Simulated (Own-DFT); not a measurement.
# Computed records: HfO$_{2}$ (monoclinic hafnia, atoms displaced)

All values are calculated (Own-DFT development build). A calculation, not a measurement: plane-wave density functional theory by an unreviewed code, no spin, of a simulated periodic cell, stress positive in tension, run twice, with PBE and with PBEsol, both on files made for PBE, so the change isn't that of files made for PBEsol, hafnium file: forces about 75 meV/angstrom off all-electron values; oxygen file: force components 24 meV/angstrom off all-electron in one glass; forces on such cells passed a denser k mesh, this cell's mesh not checked; the far tail of each file's local potential was reset to the Coulomb form; each entry is a single point on an unrelaxed cell, so the pressure reflects the starting lattice, mostly measured values (interpolated for alloys), from which strain is counted, and rises with the displacements; printed positions are rounded, which can move forces by about a meV/angstrom; the program, named Own-DFT, is a retired in-house code; no spin-orbit coupling; stress was not checked against mesh or cutoff.

## HfO$_{2}$ (monoclinic hafnia, atoms displaced)

```
CELL_PARAMETERS angstrom
10.23400 0.00000 0.00000
0.00000 10.35000 0.00000
-1.69550 0.00000 10.44530
ATOMIC_POSITIONS crystal
Hf 0.13971 0.02155 0.10373
Hf 0.36248 0.27193 0.14839
Hf 0.35809 0.48036 0.39576
Hf 0.13871 0.22971 0.35233
O 0.03565 0.16494 0.17441
O 0.46210 0.41664 0.07709
O 0.46341 0.33791 0.32471
O 0.03505 0.08613 0.42460
O 0.22485 0.37711 0.24109
O 0.27688 0.12982 0.01553
O 0.27470 0.12431 0.26016
O 0.22791 0.36951 0.49319
Hf 0.13867 0.02097 0.60401
Hf 0.36383 0.26772 0.64737
Hf 0.36532 0.48223 0.89544
Hf 0.13634 0.23033 0.85229
O 0.03792 0.16522 0.67537
O 0.46374 0.41660 0.57703
O 0.46555 0.33563 0.82391
O 0.03900 0.08202 0.92510
O 0.22381 0.38134 0.73936
O 0.27677 0.12966 0.50846
O 0.27199 0.12131 0.75622
O 0.22424 0.36897 0.99061
Hf 0.13933 0.51515 0.10455
Hf 0.35989 0.77162 0.14615
Hf 0.36333 0.98161 0.39711
Hf 0.13975 0.73227 0.35258
O 0.03618 0.66273 0.17455
O 0.46312 0.91728 0.07623
O 0.46340 0.83250 0.32806
O 0.03581 0.58411 0.42152
O 0.22395 0.88061 0.23811
O 0.27559 0.63085 0.00849
O 0.27411 0.62284 0.26132
O 0.22788 0.87200 0.48940
Hf 0.13827 0.51743 0.60526
Hf 0.36104 0.77108 0.64548
Hf 0.36175 0.98153 0.89636
Hf 0.13804 0.73551 0.85628
O 0.03649 0.66577 0.67618
O 0.46188 0.91273 0.57630
O 0.46425 0.83327 0.82289
O 0.03708 0.58131 0.92144
O 0.22467 0.87941 0.73973
O 0.27338 0.62843 0.50969
O 0.27419 0.62345 0.76081
O 0.22379 0.87146 0.98691
Hf 0.63793 0.01692 0.10056
Hf 0.86162 0.27044 0.14520
Hf 0.86196 0.47946 0.39893
Hf 0.64154 0.22818 0.35302
O 0.53523 0.16504 0.17226
O 0.96308 0.41365 0.07710
O 0.96140 0.33600 0.32572
O 0.53382 0.08536 0.42204
O 0.72844 0.37579 0.24042
O 0.77452 0.13050 0.01061
O 0.77763 0.11964 0.26255
O 0.72073 0.37451 0.48900
Hf 0.64018 0.01984 0.60290
Hf 0.86114 0.27100 0.65075
Hf 0.86345 0.48066 0.89677
Hf 0.63703 0.23025 0.85431
O 0.53091 0.16419 0.66988
O 0.96021 0.41414 0.57867
O 0.96018 0.33964 0.82919
O 0.53779 0.08647 0.92084
O 0.72458 0.38242 0.73876
O 0.77790 0.12886 0.50968
O 0.77504 0.12336 0.75979
O 0.72204 0.36908 0.98787
Hf 0.63955 0.51631 0.10575
Hf 0.86317 0.76955 0.14649
Hf 0.86706 0.98214 0.39438
Hf 0.63476 0.73134 0.35292
O 0.53982 0.66615 0.17500
O 0.96379 0.91553 0.07689
O 0.96408 0.83490 0.32432
O 0.53886 0.58501 0.42549
O 0.71988 0.88326 0.23796
O 0.77690 0.63000 0.00888
O 0.78024 0.62025 0.26300
O 0.72301 0.87150 0.49024
Hf 0.63943 0.52227 0.60187
Hf 0.86361 0.76804 0.64602
Hf 0.85992 0.97619 0.89557
Hf 0.63887 0.73385 0.85489
O 0.53618 0.66642 0.67311
O 0.96623 0.91520 0.57700
O 0.96558 0.83162 0.82931
O 0.53561 0.58197 0.92452
O 0.72674 0.87692 0.73705
O 0.77633 0.62224 0.51117
O 0.77688 0.62387 0.75939
O 0.72259 0.87247 0.98979
```

```
functional                                        : PBE, then PBEsol
potential files                                   : PseudoDojo norm-conserving, scalar-relativistic, standard set
wave cutoff                                       : 72 hartree
occupations                                       : Fermi-Dirac
smearing width                                    : 0.1 eV
k mesh                                            : 2 x 2 x 2 centred on Gamma
PBE pressure                                      : 3.92 GPa
PBE stress xx                                     : -3.88 GPa
PBE stress yy                                     : -3.58 GPa
PBE stress zz                                     : -4.3 GPa
PBE stress yz                                     : -0.03 GPa
PBE stress xz                                     : 0.02 GPa
PBE stress xy                                     : 0.1 GPa
PBEsol pressure                                   : -2.53 GPa
PBEsol stress xx                                  : 2.6 GPa
PBEsol stress yy                                  : 2.83 GPa
PBEsol stress zz                                  : 2.17 GPa
PBEsol stress yz                                  : -0.02 GPa
PBEsol stress xz                                  : 0.36 GPa
PBEsol stress xy                                  : 0.09 GPa
rms change of force components from PBE to PBEsol : 0.037 eV/Å
```

Force:
| force element | PBE force x (eV/Å) | PBE force y (eV/Å) | PBE force z (eV/Å) | PBEsol force x (eV/Å) | PBEsol force y (eV/Å) | PBEsol force z (eV/Å) |
| --- | --- | --- | --- | --- | --- | --- |
| Hf | -0.409 | 0.247 | 0.167 | -0.393 | 0.297 | 0.137 |
| Hf | 0.413 | -0.277 | -0.198 | 0.397 | -0.226 | -0.166 |
| Hf | 0.99 | -0.084 | 0.791 | 0.959 | -0.137 | 0.801 |
| Hf | -0.409 | 0.307 | 0.481 | -0.385 | 0.248 | 0.437 |
| O | -0.206 | -0.002 | -0.145 | -0.184 | 0.016 | -0.091 |
| O | 0.569 | 0.305 | 0.07 | 0.55 | 0.314 | 0.02 |
| O | 0.618 | -0.314 | 0.263 | 0.579 | -0.323 | 0.204 |
| O | 0.222 | 0.06 | -0.103 | 0.219 | 0.035 | -0.059 |
| O | -0.44 | 0.39 | -0.044 | -0.367 | 0.373 | -0.045 |
| O | 0.251 | -0.37 | -0.893 | 0.179 | -0.374 | -0.863 |
| O | 0.156 | -0.453 | 0.211 | 0.085 | -0.431 | 0.204 |
| O | -0.585 | 0.018 | -0.589 | -0.501 | 0.03 | -0.577 |
| Hf | 0.05 | -0.176 | -0.134 | 0.052 | -0.122 | -0.148 |
| Hf | -0.117 | 1.025 | -0.673 | -0.11 | 1.048 | -0.639 |
| Hf | -0.653 | -0.065 | -0.205 | -0.631 | -0.099 | -0.171 |
| Hf | 0.018 | 0.171 | 0.506 | 0.023 | 0.112 | 0.464 |
| O | -0.879 | 0.443 | -0.086 | -0.84 | 0.448 | -0.029 |
| O | 0.117 | 0.032 | -0.081 | 0.101 | 0.044 | -0.131 |
| O | 0.013 | -0.123 | 0.427 | 0.008 | -0.141 | 0.369 |
| O | -0.612 | 0.083 | -0.554 | -0.579 | 0.068 | -0.486 |
| O | -0.105 | -0.465 | 0.34 | -0.048 | -0.455 | 0.323 |
| O | -0.163 | -0.273 | 0.035 | -0.218 | -0.275 | 0.035 |
| O | 0.442 | -0.09 | 0.92 | 0.366 | -0.082 | 0.889 |
| O | -0.098 | 0.241 | -0.109 | -0.042 | 0.244 | -0.096 |
| Hf | -0.367 | 0.841 | -0.525 | -0.358 | 0.865 | -0.54 |
| Hf | 0.55 | -0.549 | -0.116 | 0.528 | -0.49 | -0.088 |
| Hf | -0.058 | -0.045 | -0.091 | -0.062 | -0.089 | -0.052 |
| Hf | -0.556 | -0.763 | 0.511 | -0.535 | -0.804 | 0.47 |
| O | -0.221 | 0.237 | -0.377 | -0.209 | 0.253 | -0.315 |
| O | -0.012 | -0.149 | -0.135 | -0.018 | -0.127 | -0.184 |
| O | -0.215 | 0.188 | -0.21 | -0.211 | 0.166 | -0.256 |
| O | -0.013 | -0.041 | 0.274 | -0.008 | -0.056 | 0.312 |
| O | 0.048 | -0.076 | -0.019 | 0.11 | -0.087 | -0.023 |
| O | 0.051 | -0.08 | 0.641 | -0.01 | -0.078 | 0.626 |
| O | 0.416 | -0.16 | -0.281 | 0.34 | -0.148 | -0.267 |
| O | -0.62 | 0.027 | -0.209 | -0.538 | 0.03 | -0.203 |
| Hf | -0.25 | 0.787 | -0.097 | -0.229 | 0.814 | -0.112 |
| Hf | 0.066 | -0.849 | -0.08 | 0.067 | -0.777 | -0.053 |
| Hf | 0.208 | -0.112 | -0.396 | 0.194 | -0.162 | -0.36 |
| Hf | 0.26 | -1.772 | -0.48 | 0.264 | -1.777 | -0.496 |
| O | -0.159 | -0.047 | -0.465 | -0.154 | -0.024 | -0.405 |
| O | 1.135 | 0.946 | -0.049 | 1.09 | 0.936 | -0.099 |
| O | -0.041 | 0.658 | 0.896 | -0.046 | 0.622 | 0.823 |
| O | 0.029 | 0.144 | 0.319 | 0.025 | 0.123 | 0.361 |
| O | -0.139 | 0.261 | 0.053 | -0.074 | 0.248 | 0.056 |
| O | 0.161 | 0.096 | 0.104 | 0.097 | 0.086 | 0.097 |
| O | 0.28 | -0.162 | 0.064 | 0.213 | -0.154 | 0.064 |
| O | 0.168 | 0.546 | 0.594 | 0.224 | 0.536 | 0.574 |
| Hf | -0.103 | 1.077 | 0.927 | -0.092 | 1.089 | 0.887 |
| Hf | 0.031 | -0.238 | 0.208 | 0.022 | -0.18 | 0.233 |
| Hf | 0.108 | 0.199 | -0.422 | 0.095 | 0.157 | -0.392 |
| Hf | -0.598 | 0.391 | 0.14 | -0.57 | 0.336 | 0.11 |
| O | 0.134 | -0.013 | 0.024 | 0.138 | 0.004 | 0.075 |
| O | 0.481 | 0.351 | 0.043 | 0.461 | 0.355 | -0.005 |
| O | 1.075 | -0.659 | 0.187 | 1.034 | -0.66 | 0.129 |
| O | 0.231 | -0.066 | 0.192 | 0.231 | -0.085 | 0.237 |
| O | -0.736 | 0.267 | -0.33 | -0.655 | 0.25 | -0.325 |
| O | 0.295 | -0.467 | -0.142 | 0.22 | -0.46 | -0.138 |
| O | 0.024 | 0.282 | -0.374 | -0.037 | 0.284 | -0.35 |
| O | 0.036 | -0.927 | -0.154 | 0.099 | -0.889 | -0.151 |
| Hf | -0.443 | -0.024 | -0.278 | -0.422 | 0.018 | -0.301 |
| Hf | -0.211 | 0.192 | -0.848 | -0.215 | 0.245 | -0.802 |
| Hf | -0.68 | 0.917 | -0.18 | -0.655 | 0.848 | -0.16 |
| Hf | 0.294 | 0.423 | -0.4 | 0.289 | 0.367 | -0.403 |
| O | 0.747 | -0.388 | 0.252 | 0.729 | -0.358 | 0.289 |
| O | 0.896 | 0.312 | 0.168 | 0.861 | 0.32 | 0.12 |
| O | 1.456 | -1.61 | -0.33 | 1.407 | -1.58 | -0.373 |
| O | -0.97 | -0.79 | -0.069 | -0.934 | -0.783 | -0.019 |
| O | -0.164 | -0.403 | 0.152 | -0.087 | -0.401 | 0.146 |
| O | -0.19 | 0.121 | 0.263 | -0.253 | 0.108 | 0.252 |
| O | -0.017 | -0.529 | 0.235 | -0.079 | -0.508 | 0.224 |
| O | -0.012 | 0.381 | 0.333 | 0.046 | 0.373 | 0.327 |
| Hf | -0.091 | 0.586 | -0.088 | -0.089 | 0.619 | -0.118 |
| Hf | -0.098 | -0.379 | 0.233 | -0.09 | -0.328 | 0.254 |
| Hf | -0.923 | -0.545 | 0.308 | -0.902 | -0.563 | 0.326 |
| Hf | 0.704 | -0.431 | 0.385 | 0.673 | -0.473 | 0.346 |
| O | -0.684 | 0.135 | -0.509 | -0.657 | 0.148 | -0.439 |
| O | 0.124 | 0.068 | -0.138 | 0.107 | 0.077 | -0.189 |
| O | 0.259 | 0.013 | 0.176 | 0.244 | -0.002 | 0.118 |
| O | -0.939 | -0.065 | -0.644 | -0.897 | -0.074 | -0.576 |
| O | 0.462 | -0.693 | 0.078 | 0.51 | -0.677 | 0.061 |
| O | -0.24 | 0.026 | 0.375 | -0.294 | 0.022 | 0.367 |
| O | -0.326 | 0.193 | -0.371 | -0.375 | 0.187 | -0.36 |
| O | 0.247 | -0.047 | -0.187 | 0.291 | -0.034 | -0.175 |
| Hf | -0.632 | -0.271 | 0.592 | -0.602 | -0.219 | 0.544 |
| Hf | 0.08 | -0.413 | -0.447 | 0.07 | -0.37 | -0.398 |
| Hf | 0.716 | 0.728 | 0.147 | 0.695 | 0.657 | 0.176 |
| Hf | -0.312 | -1.464 | -0.682 | -0.295 | -1.472 | -0.702 |
| O | -0.259 | 0.26 | 0.149 | -0.242 | 0.276 | 0.191 |
| O | 0.13 | 0.118 | 0.06 | 0.124 | 0.138 | 0.011 |
| O | -0.557 | 0.55 | 0.019 | -0.548 | 0.523 | -0.028 |
| O | 0.475 | 0.546 | -0.109 | 0.459 | 0.506 | -0.058 |
| O | -0.287 | 0.492 | 0.525 | -0.22 | 0.472 | 0.52 |
| O | 0.461 | 1.244 | 0.169 | 0.386 | 1.194 | 0.172 |
| O | -0.013 | 0.005 | 0.346 | -0.068 | 0.017 | 0.333 |
| O | 0.11 | -0.008 | -0.305 | 0.169 | 0.005 | -0.306 |
